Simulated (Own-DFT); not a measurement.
# Which arrangement is lower? C34N2Si36, 72 atoms

All numbers below are calculated, not measured. They come from Own-DFT, an in-house plane-wave density functional program, since retired, whose code no person has reviewed. Each row is one single-point run on a periodic cell that was not relaxed, without spin or spin-orbit coupling.

Settings of every run: PBE; PseudoDojo norm-conserving scalar-relativistic files; cutoff 42 hartree; 4 x 4 x 3 k mesh centred on Gamma; Fermi-Dirac smearing of 0.1 eV.

Known limits: not probed for a lower state with spin; forces on such cells passed a denser k mesh, each cell not checked; stress not checked against mesh or cutoff.

All cells hold the same atoms in the same cell, with vectors in Å (9.248, 0.000, 0.000); (-4.624, 8.009, 0.000); (0.000, 0.000, 10.068). Every atom was moved at random from its ideal site; u is the rms move along one axis. The defect's site can differ from row to row. E is the free energy of the cell above the lowest run. The arrangements:

- A: 4H SiC, with two N on a C site each, 3.1 Å apart
- B: 2H SiC, with two N on a C site each, 3.1 Å apart

```
arrangement,u (Å),E (eV),P (GPa)
A,0.0299,0.183,2.90
A,0.0313,0.000,2.82
A,0.0325,0.443,2.96
A,0.0473,2.925,3.74
A,0.0488,3.655,3.99
A,0.0505,4.871,4.55
B,0.0291,0.724,3.01
B,0.0300,0.956,3.08
B,0.0303,0.939,3.01
B,0.0485,4.242,4.25
B,0.0502,4.560,4.19
B,0.0510,5.912,4.74
```

Question: once the cost of the random moves is taken out, how do the arrangements rank?

## Worked answer

Fit E = a + b u², with one b for all and one a for each arrangement, and with residuals divided by u², since the noise grows with the moves. Then b = 2518 eV/Å², the scatter at u = 0.04 Å is 0.31 eV, and against A:

- B: 0.87 ± 0.14 eV (higher)

These are energies of unrelaxed cells. Relaxing the atoms lowers the strained arrangements most, so the gaps would shrink and small ones could change sign.
